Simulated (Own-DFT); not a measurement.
SiC (2H silicon carbide, atoms displaced) (calculated)

Computed with Own-DFT development build. A calculation, not a measurement: plane-wave PBE density functional theory by an unreviewed code, no spin, of a simulated periodic cell, stress positive in tension, free energy of the whole cell less one offset for each atom, forces on such cells passed a denser k mesh, this cell's mesh not checked; offsets are fitted by least squares, one for each functional and potential file, so energies compare only between cells with the same atoms and settings and are not formation energies; the far tail of each file's local potential was reset to the Coulomb form; each entry is a single point on an unrelaxed cell, so the pressure reflects the starting lattice, mostly measured values (interpolated for alloys), from which strain is counted, and rises with the displacements; printed positions are rounded, which can move forces by about a meV/angstrom; the program, named Own-DFT, is a retired in-house code; no spin-orbit coupling.

```xyz
32
Lattice="6.1654 0.0000 0.0000 -3.0827 5.3394 0.0000 0.0000 0.0000 10.0681" Properties=species:S:1:pos:R:3:force_x:R:1:force_y:R:1:force_z:R:1 formula=SiC functional=PBE potential_files=PseudoDojo_norm-conserving,scalar-relativistic,standard_set wave_cutoff=42 occupations=Fermi-Dirac smearing_width=0.1 hardware=one_NVIDIA_H100 k_mesh=5_x_5_x_3_centred_on_Gamma free_energy_of_cell_above_offsets=6.930 pressure=12.72 stress_xx=-15.49 stress_yy=-6.09 stress_zz=-16.58 stress_yz=-0.67 stress_xz=-3.56 stress_xy=-5.16 wall_time=117.2
Si     3.0507     5.3070     0.0050      0.094      1.747      0.154
Si    -0.1643     1.7402     2.4892      3.136     -0.394      2.036
C      6.1332     0.0165     1.8723      0.221     -2.116      0.762
C      0.1205     1.9179     4.4025     -10.25     -4.994     -3.798
Si     3.0780     5.1768     5.0127      0.788      5.815      2.066
Si    -0.0161     1.7448     7.7088       0.42      0.305     -3.334
C      5.9030     0.0813     6.8610      4.513     -0.761      0.675
C      0.0748     1.8078     9.4859     -0.991      0.131       1.86
Si     4.5840     2.5649     0.1035      0.536      1.051     -5.446
Si    -1.4321     4.4039     2.5195     -2.229      1.319     -0.657
C      4.5252     2.5561     1.8259      1.428      3.171      2.869
C     -1.5175     4.6630     4.4046     -1.889     -5.118     -2.336
Si     4.4139     2.6585     5.1168      6.887      2.033      1.394
Si    -1.5855     4.4994     7.6484      0.465      0.014     -6.976
C     -1.4284     2.7088     7.0272     -3.145      0.606     -0.868
C     -1.7395     4.4709     9.2803      2.685     -1.749      8.208
Si     0.0861     5.2229     0.0478     -2.758       0.55     -4.319
Si     3.0570     1.7888     2.3998     -1.679     -2.014      2.572
C      0.1420     5.2812     1.7527     -3.399      0.638      4.376
C      3.2199     1.6486     4.4808     -3.787      2.627     -4.174
Si     2.8964     0.1033     5.0962      4.977     -2.782      1.451
Si     3.1143     1.9525     7.6275      -0.81     -2.489     -1.046
C      0.0486     5.1668     6.8051      -4.67      3.703      2.877
C      3.0970     1.6106     9.5063     -0.412      2.721     -0.273
Si     1.5947     2.7379     0.1001     -0.353     -1.498     -1.125
Si     1.4403     4.6043     2.7001      4.173     -3.633     -0.579
C      1.4552     2.4481     1.9523      0.096       3.53     -0.709
C      1.6549     4.4401     4.5274      -4.87     -2.073     -2.782
Si     1.4468     2.5391     4.9696      7.172      4.918      2.927
Si     1.4574     4.4392     7.4366      1.207     -1.946      1.377
C      1.4205     2.6401     6.8143      2.198     -0.601       2.79
C      1.5466     4.5372     9.3672      0.247     -2.715       0.03
```

Units: wave_cutoff in hartree; smearing_width, free_energy_of_cell_above_offsets in eV; pressure, stress_xx, stress_yy, stress_zz, stress_yz, stress_xz, stress_xy in GPa; wall_time in s; force_x, force_y, force_z in eV/Å.
